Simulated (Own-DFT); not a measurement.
## Calculated data, Hf$_{36}$O$_{71}$ (tetragonal hafnia with one neutral oxygen vacancy, atoms displaced)

All values are calculated (Own-DFT development build). A calculation, not a measurement: plane-wave PBE and HSE06 DFT by an unreviewed code, no spin, of a simulated cell at Gamma alone, so results move with cell size and shape, stress positive in tension, energies less offsets, not probed for a lower state with spin; hafnium file: forces about 75 meV/angstrom off all-electron values; oxygen file: force components 24 meV/angstrom off all-electron in a glass; k mesh not checked against a denser one; forces and stress are PBE's, HSE06 gives the energy alone, and its difference from PBE has offsets of its own; offsets are fitted by least squares, one for each functional and potential file, so energies compare only between cells with the same atoms and settings and are not formation energies; the far tail of each file's local potential was reset to the Coulomb form; each entry is a single point on an unrelaxed cell, so the pressure reflects the starting lattice, taken from the Materials Project, from which strain is counted, and rises with the displacements; printed positions are rounded, which can move forces by about a meV/angstrom; the program is a retired in-house code; no spin-orbit coupling.

### Hf$_{36}$O$_{71}$ (tetragonal hafnia with one neutral oxygen vacancy, atoms displaced)

```
Hf36O71
1.0
     10.7800     0.0000     0.0000
      0.0000    10.7800     0.0000
      0.0000     0.0000    10.4493
Hf O Hf O Hf O Hf O Hf O Hf O Hf O Hf O Hf O Hf O Hf O Hf O Hf O Hf O Hf O Hf O Hf O Hf O
2 4 2 4 2 4 2 4 2 4 2 4 2 3 2 4 2 4 2 4 2 4 2 4 2 4 2 4 2 4 2 4 2 4 2 4
Direct
  0.99627 0.00158 0.00050
  0.16604 0.16603 0.23691
  0.00517 0.15341 0.15779
  0.16809 0.00594 0.35744
  0.00110 0.17468 0.41102
  0.17880 0.00644 0.09447
  0.99338 0.00545 0.49147
  0.17736 0.17382 0.75037
  0.01306 0.15758 0.65638
  0.15434 0.99944 0.84349
  0.00038 0.15175 0.90321
  0.16248 0.00078 0.59649
  0.99609 0.34184 0.00080
  0.16113 0.50763 0.25378
  0.00782 0.51318 0.14860
  0.16798 0.34011 0.34221
  0.99374 0.49616 0.41914
  0.15132 0.31650 0.08289
  0.98854 0.32965 0.49905
  0.17112 0.50587 0.76470
  0.98974 0.49285 0.65495
  0.16302 0.32598 0.84640
  0.00365 0.50252 0.91126
  0.16231 0.34171 0.60242
  0.99168 0.65925 0.99479
  0.17065 0.83292 0.25430
  0.99158 0.82720 0.13867
  0.17900 0.67541 0.35288
  0.00353 0.82721 0.40268
  0.15693 0.67474 0.08264
  0.00686 0.65545 0.49718
  0.17176 0.81724 0.75308
  0.00553 0.84464 0.66081
  0.16467 0.66571 0.84695
  0.00238 0.82723 0.89840
  0.17811 0.66258 0.61833
  0.33618 0.99747 0.99895
  0.50664 0.15671 0.25398
  0.32051 0.17174 0.16148
  0.49295 0.00303 0.35258
  0.32211 0.15269 0.42104
  0.33687 0.00202 0.49841
  0.49608 0.18134 0.74229
  0.34881 0.15770 0.64794
  0.50979 0.99260 0.86535
  0.33019 0.16937 0.91078
  0.51314 0.99084 0.58602
  0.33036 0.32825 0.99811
  0.51028 0.50373 0.25083
  0.33417 0.48878 0.16198
  0.50697 0.33117 0.35418
  0.34140 0.49756 0.40946
  0.50282 0.34928 0.10350
  0.34366 0.34209 0.50041
  0.50999 0.50607 0.74934
  0.31779 0.49449 0.66376
  0.49078 0.33037 0.83919
  0.33192 0.49485 0.90780
  0.49561 0.34388 0.60547
  0.34144 0.67506 0.00657
  0.49485 0.81952 0.25658
  0.34109 0.83556 0.15957
  0.49217 0.66302 0.35879
  0.32898 0.84042 0.40053
  0.51284 0.66824 0.11399
  0.33389 0.66977 0.49933
  0.51222 0.84455 0.75774
  0.34069 0.83170 0.64773
  0.49360 0.66728 0.84828
  0.33915 0.83102 0.91161
  0.48929 0.65855 0.60370
  0.66059 0.99427 0.00723
  0.83020 0.15784 0.25329
  0.66787 0.16091 0.16450
  0.83506 0.00519 0.34884
  0.65737 0.16734 0.40509
  0.82771 0.01067 0.11454
  0.66865 0.99998 0.49022
  0.84045 0.17054 0.75930
  0.68318 0.16652 0.65784
  0.83729 0.99534 0.83946
  0.65369 0.16636 0.89368
  0.82669 0.99934 0.58773
  0.65456 0.33255 0.99592
  0.83337 0.49865 0.24548
  0.66756 0.48534 0.15106
  0.82655 0.34786 0.34278
  0.66990 0.50077 0.38698
  0.83783 0.34039 0.09526
  0.67465 0.32546 0.51207
  0.82776 0.50510 0.75288
  0.65173 0.48952 0.65049
  0.83164 0.33681 0.83244
  0.66630 0.50415 0.91435
  0.82662 0.32925 0.60025
  0.65587 0.68379 0.99944
  0.84630 0.83700 0.24872
  0.64958 0.83952 0.15745
  0.84050 0.67136 0.34250
  0.67558 0.83974 0.41152
  0.83095 0.67044 0.09228
  0.67054 0.66048 0.50855
  0.83959 0.82750 0.75706
  0.66436 0.83511 0.64878
  0.83553 0.65970 0.84396
  0.68000 0.84498 0.90028
  0.83507 0.68064 0.60195
```

Settings of this run: first functional PBE, second functional HSE06, exact exchange share 0.25, screening 0.11 1/bohr, exchange divergence Gygi-Baldereschi, potential files PseudoDojo norm-conserving, scalar-relativistic, made for PBE, standard set, wave cutoff 48 hartree, occupations fixed and k mesh 1 x 1 x 1 centred on Gamma.

It finds PBE energy of cell above offsets -86.837 eV; HSE06 less PBE above offsets 0.653 eV; PBE pressure 6.14 GPa; PBE stress xx -3.74 GPa; PBE stress yy -8.23 GPa; PBE stress zz -6.45 GPa; PBE stress yz -0.23 GPa; PBE stress xz 1.42 GPa; PBE stress xy -0.12 GPa.

Force:
```
element  x (eV/Å)  y (eV/Å)  z (eV/Å)
     Hf     1.241    -1.376    -0.564
     Hf    -1.024      0.21     4.253
      O    -3.033    -0.279    -0.641
      O     -1.25    -1.528    -2.611
      O     -1.04     -0.96    -1.834
      O     -1.78    -1.243     0.499
     Hf     2.489    -0.968     3.425
     Hf    -1.277    -3.058    -1.964
      O    -2.572     1.129     0.041
      O     1.682    -0.536     0.489
      O    -1.102     3.696      0.29
      O       1.2    -0.113    -0.841
     Hf    -0.241    -2.255    -1.401
     Hf     2.466    -1.672    -0.072
      O    -1.096    -0.849     0.923
      O    -0.363     0.257    -0.753
      O     0.721     0.757    -2.826
      O     2.266     0.726     1.345
     Hf     2.858     0.261     2.702
     Hf    -1.099    -2.882    -2.011
      O     0.062     1.268     0.908
      O      0.02         2     1.083
      O    -0.323    -1.643    -2.077
      O     0.364    -1.083    -1.256
     Hf     0.443     3.378     0.931
     Hf    -0.813     2.627     0.042
      O     1.607     1.186      1.47
      O    -1.039    -2.205     0.122
      O    -0.194     0.462    -0.935
      O     3.206     0.284     1.669
     Hf    -0.547     2.693     2.648
     Hf    -0.848     4.824    -2.049
      O    -0.579    -1.253    -0.502
      O     0.437    -0.354     2.502
      O    -0.813    -0.061     0.621
      O    -2.075     0.127    -2.524
     Hf     0.213     1.084     0.232
     Hf    -2.065     1.832     0.661
      O     5.429     0.441    -1.684
      O     0.709    -1.462    -1.768
      O      0.56     5.802    -2.622
     Hf     -1.47    -2.337     2.998
     Hf     3.579    -2.658     0.266
      O     -2.19     0.232     0.898
      O    -1.155     1.299     -0.35
      O     0.668     -1.84    -1.367
      O     -1.48     0.582     2.122
     Hf      -0.4     1.625     1.939
     Hf    -0.704    -2.789     0.867
      O    -1.388     1.287    -0.041
      O    -0.972    -0.055    -0.409
      O    -0.505     1.549    -0.259
      O    -0.907    -1.666    -1.484
     Hf    -2.939    -1.852    -0.129
     Hf    -5.509    -0.356     1.165
      O     3.877    -0.298    -0.765
      O     0.497      2.36     2.188
      O    -0.291     1.446     0.694
      O     1.541     -1.17     0.094
     Hf    -1.782     -2.38     0.066
     Hf     0.567      2.24     2.208
      O    -1.146    -0.606    -1.471
      O     0.543     0.684    -0.094
      O     0.187    -1.913    -0.809
      O    -2.314    -0.562    -0.508
     Hf      0.07     0.532     1.286
     Hf    -1.562    -0.534    -3.225
      O     0.308     0.121     1.566
      O     1.102     1.162     1.607
      O    -0.401     0.269     -0.62
      O      2.46    -0.776    -0.108
     Hf    -0.525      2.81     0.503
     Hf     1.604     2.313    -0.713
      O    -0.647     0.346    -1.742
      O     0.584    -1.237      0.27
      O     1.057     0.427      -0.5
      O     0.178     -1.15    -1.844
     Hf     0.199      0.19     2.291
     Hf     1.326    -2.629    -1.603
      O    -3.069     1.007    -0.912
      O    -0.017     0.909     1.451
      O     1.036     0.168     2.138
      O     1.464     -0.03     0.422
     Hf     0.982     0.157     1.003
     Hf    -1.268      1.26    -0.703
      O     0.917     0.998    -0.003
      O     0.628     -3.36     1.342
      O    -0.051      1.32     2.382
      O     -0.97    -0.562    -0.189
     Hf    -3.047     0.133    -2.548
     Hf      1.04    -1.443    -1.601
      O     5.061     1.166    -1.399
      O     0.163     0.775     2.358
      O    -0.682     0.305    -1.593
      O     2.215     0.367     0.018
     Hf     2.688    -1.734     0.268
     Hf    -1.411    -0.672     0.676
      O     2.424     0.678    -1.408
      O    -0.035     -0.94     0.308
      O    -0.521    -3.426    -1.705
      O    -2.235     0.087      0.04
     Hf    -0.831     1.757    -1.267
     Hf      1.34     1.762    -2.413
      O     0.493    -1.486     1.651
      O    -0.423     0.987     1.297
      O      -0.6    -2.566     0.306
      O    -0.152    -1.551    -0.829
```
